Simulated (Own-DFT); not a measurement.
# How strain changes the stress of hcp Hf, 36 atoms (Hf36)

Calculated results; nothing here was measured. The program, named Own-DFT, is a retired in-house plane-wave density functional code that no person has reviewed. Each row is one single-point run on a periodic cell that was not relaxed, without spin or spin-orbit coupling.

Settings of every run: PBE; PseudoDojo norm-conserving scalar-relativistic files; cutoff 42 hartree; 4 x 4 x 4 k mesh centred on Gamma; cold (Marzari-Vanderbilt) smearing of 0.2 eV.

Known limits: hafnium file: forces about 75 meV/angstrom off all-electron values; forces on such cells passed a denser k mesh, each cell not checked; stress not checked against mesh or cutoff.

Unstrained cell vectors in Å: (9.589, 0.000, 0.000); (-4.795, 8.304, 0.000); (0.000, 0.000, 10.102). The unstrained cell has measured lattice constants (interpolated for alloys), not those of this functional. That, the random moves and any unrelaxed bonds set the pressure at no strain. Each run strains this cell uniformly, with the atoms carried along. Every atom was also moved at random, by a Gaussian of width 0.05 Å on each axis. Strain is the symmetric tensor, in per cent. Stress is positive in tension, and the pressure is minus a third of its trace.

```
run,e_xx (%),e_yy (%),e_zz (%),e_yz (%),e_xz (%),e_xy (%),s_xx (GPa),s_yy (GPa),s_zz (GPa),s_yz (GPa),s_xz (GPa),s_xy (GPa),P (GPa),E (meV/atom)
1,-1.82,1.21,-0.70,-0.28,1.57,-1.33,-4.95,-0.60,-3.80,-0.04,1.79,-1.85,3.12,19.8
2,-0.93,1.24,1.97,0.60,-1.25,-0.81,-1.23,2.03,2.35,0.52,-1.24,-1.06,-1.05,8.0
3,0.56,0.39,0.46,-1.13,-0.83,1.58,0.26,0.11,-0.11,-1.08,-0.81,1.96,-0.08,7.5
4,0.65,0.74,1.41,-1.29,1.08,-1.74,1.26,1.58,2.10,-1.15,0.86,-2.44,-1.65,3.9
5,-0.75,-0.82,-0.53,0.72,0.53,-1.21,-3.72,-4.09,-3.75,0.78,0.53,-1.89,3.86,12.0
6,0.29,1.23,-1.38,-0.93,0.45,-0.51,-0.78,0.33,-3.46,-0.98,0.48,-0.48,1.30,2.0
7,-1.78,-1.50,-1.21,1.60,1.96,-1.42,-6.94,-6.88,-7.18,1.66,1.97,-2.02,7.00,44.7
8,0.96,0.49,-0.70,0.12,0.24,1.50,0.31,-0.18,-1.93,0.11,0.19,2.04,0.60,0.0
9,1.93,-0.09,-1.57,1.54,0.87,-0.56,1.08,-1.10,-3.50,1.65,0.99,-0.69,1.17,3.5
10,-0.03,-0.24,0.39,0.54,1.42,0.56,-1.28,-1.44,-1.20,0.46,1.33,0.76,1.31,7.9
11,1.01,-0.36,1.86,1.41,1.75,0.68,1.50,-0.05,2.33,1.35,1.67,0.86,-1.26,11.5
12,1.37,-0.75,0.11,1.95,-0.34,-0.78,1.11,-2.10,-1.14,2.05,-0.33,-1.04,0.71,10.5
13,1.38,0.01,0.24,1.11,0.09,1.22,1.28,-0.01,-0.22,1.15,0.06,1.24,-0.35,9.1
14,-1.48,-0.87,-0.86,0.81,0.01,0.59,-5.40,-4.87,-5.36,0.78,0.10,0.78,5.21,16.9
15,1.30,-1.48,1.32,1.60,0.25,1.22,1.21,-2.65,0.78,1.61,0.11,1.71,0.22,13.1
16,-0.95,0.78,-1.61,0.41,0.08,0.91,?,?,?,?,?,?,?,?
```

E is the free energy for each atom above the lowest run shown.

## Worked fit

Each stress component was fitted by least squares to a constant and the strains of the runs shown, as fractions, with shears doubled. Shear strains stay in the fit of a normal stress only where such slopes are resolved. The slopes, in GPa:

| stress | at no strain | per e_xx | per e_yy | per e_zz | scatter |
|---|---|---|---|---|---|
| s_xx | -1.4 | 200 ± 4 | 62 ± 5 | 68 ± 4 | 0.17 |
| s_yy | -1.4 | 74 ± 3 | 214 ± 4 | 72 ± 3 | 0.13 |
| s_zz | -1.8 | 82 ± 4 | 78 ± 5 | 201 ± 4 | 0.17 |

Each shear stress against twice its own strain: yz 49 ± 2, xz 49 ± 1, xy 67 ± 3 GPa. These are stiffnesses along x, y and z of the frame in which the cell vectors are given, which need not be the crystal's axes. The atoms are held to the strained lattice; where symmetry lets them move under strain, relaxing them would lower some slopes. The table should be nearly symmetric about its diagonal, and what it lacks of that shows the noise. A ninth of its sum, 117 ± 1 GPa, estimates the bulk modulus near the mean pressure of these runs, 1.3 GPa.

## Withheld run

Question: what normal stresses and pressure should run 16 give?

The fit gives s_xx = -4.0, s_yy = -1.6, s_zz = -5.2 and P = 3.6 GPa. The calculation gave -3.79, -1.45, -5.32 and P = 3.52 GPa.
